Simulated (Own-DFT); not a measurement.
# Energy and forces against displacement in diamond germanium, 16 atoms (Ge16)

All numbers below are calculated, not measured. They come from Own-DFT, an in-house plane-wave density functional program, since retired, whose code no person has reviewed. Each row is one single-point run on a periodic cell that was not relaxed, without spin or spin-orbit coupling.

Settings of every run: PBE; PseudoDojo norm-conserving scalar-relativistic files; cutoff 42 hartree; 5 x 5 x 5 k mesh centred on Gamma; Fermi-Dirac smearing of 0.1 eV.

Known limits: k mesh not checked against a denser one; stress not checked against mesh or cutoff.

Cell vectors in Å: (0.000, 5.658, 5.658); (5.658, 0.000, 5.658); (5.658, 5.658, 0.000). In each run every atom was moved at random and independently from its ideal site; u is the rms move along one axis. E is the free energy for each atom above the fitted value at u = 0, and F the rms of the force components.

```
run,u (Å),E (meV/atom),F (eV/Å),largest force (eV/Å),P (GPa)
1,0.0180,5.6,0.313,1.07,3.89
2,0.0194,4.7,0.280,0.67,3.88
3,0.0425,36.6,0.679,1.83,4.30
4,0.0477,40.8,0.705,2.07,4.32
5,0.0593,?,?,?,?
6,0.1049,173.2,1.510,5.33,5.76
7,0.1098,176.8,1.579,4.78,5.92
8,0.1343,350.7,2.356,7.75,8.37
```

## Worked fit

For small independent moves the energy grows as E = (3/2) K u², with K the mean stiffness felt by one atom. The runs with u up to 0.11 Å give K = 11.0 ± 0.8 eV/Å², with residuals divided by u² + 0.0006 Å², since the noise grows with the moves. The scatter is 6.0 meV/atom at u = 0.05 Å. The forces follow F = G u with G = 15.3 eV/Å²; no force at u = 0 is resolved. G exceeds K because the moves of its neighbours add to the force on an atom, and stiffness differs between atoms. The pressure follows P = 3.89 + 170 u² GPa: at fixed volume, shortened bonds push harder than stretched ones pull.

## Withheld run

Question: what energy and rms force should run 5 give?

The fit gives 58 ± 9 meV/atom and about 0.91 eV/Å. The calculation gave 47.7 meV/atom and 0.735 eV/Å. This run lies off the fit, by chance or by something that the fit leaves out.
